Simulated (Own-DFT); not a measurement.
# Point defects and the pressure they add: B20 RuSi

No measurement is shown. These are fixed-geometry runs of a retired plane-wave code named Own-DFT, which no person has reviewed; spin and spin-orbit coupling are neglected.

Common settings: PBE; PseudoDojo norm-conserving scalar-relativistic files; cutoff 50 hartree; 5 x 4 x 5 k mesh centred on Gamma; cold (Marzari-Vanderbilt) smearing of 0.2 eV.

Known weak points (not all hold for every row): not probed for a lower state with spin; forces on such cells failed a check on a denser k mesh; stress not checked against mesh or cutoff.

All runs share one cell, with vectors in Å (4.709, 0.000, 4.709); (0.000, 9.417, 0.000); (-4.709, 0.000, 4.709) and a volume of 417.6 Å³. Atoms were moved at random from their sites; u is the rms move along one axis. The defect's site can differ from row to row.

```
cell,formula,u (Å),P (GPa)
no defect,Ru16Si16,0.0191,4.94
no defect,Ru16Si16,0.0198,5.17
no defect,Ru16Si16,0.0486,7.15
one Si vacancy,Ru16Si15,0.0248,1.82
one Si vacancy,Ru16Si15,0.0264,2.51
one Si vacancy,Ru16Si15,0.0558,4.68
one Si on a Ru site,Ru15Si17,0.0306,6.08
one Si on a Ru site,Ru15Si17,0.0469,7.08
one Si on a Ru site,Ru15Si17,0.0474,7.33
one Ru vacancy,Ru15Si16,0.0298,3.22
one Ru vacancy,Ru15Si16,0.0313,?
one Ru vacancy,Ru15Si16,0.0405,4.23
one Ru vacancy,Ru15Si16,0.0475,4.30
one Ru on a Si site,Ru17Si15,0.0286,7.53
one Ru on a Si site,Ru17Si15,0.0503,8.45
one Ru on a Si site,Ru17Si15,0.0535,10.15
```

## What the rows give

P = P0 + c u² + a shift for each defect gives P0 = 4.71 GPa, c = 1003 ± 116 GPa/Å² and a scatter of 0.39 GPa. The shifts, and each times the cell's volume:

- one Ru on a Si site: 1.92 ± 0.34 GPa, 5.0 eV
- one Si on a Ru site: 0.32 ± 0.33 GPa, 0.8 eV (not resolved)
- one Ru vacancy: -2.39 ± 0.32 GPa, -6.2 eV
- one Si vacancy: -3.19 ± 0.32 GPa, -8.3 eV

A positive shift means that the defect pushes the cell outwards. Shift times volume (160.2 GPa Å³ is 1 eV) depends little on the cell's size, so, taken for each site, it can be compared between cells at like pressure. The atoms around the defects weren't relaxed, which would change these numbers.

## The run left out

Asked: what pressure belongs in the blank (one Ru vacancy, u = 0.0313 Å)?

Estimate: 3.30 ± 0.45 GPa. The hidden result is 2.46 GPa.
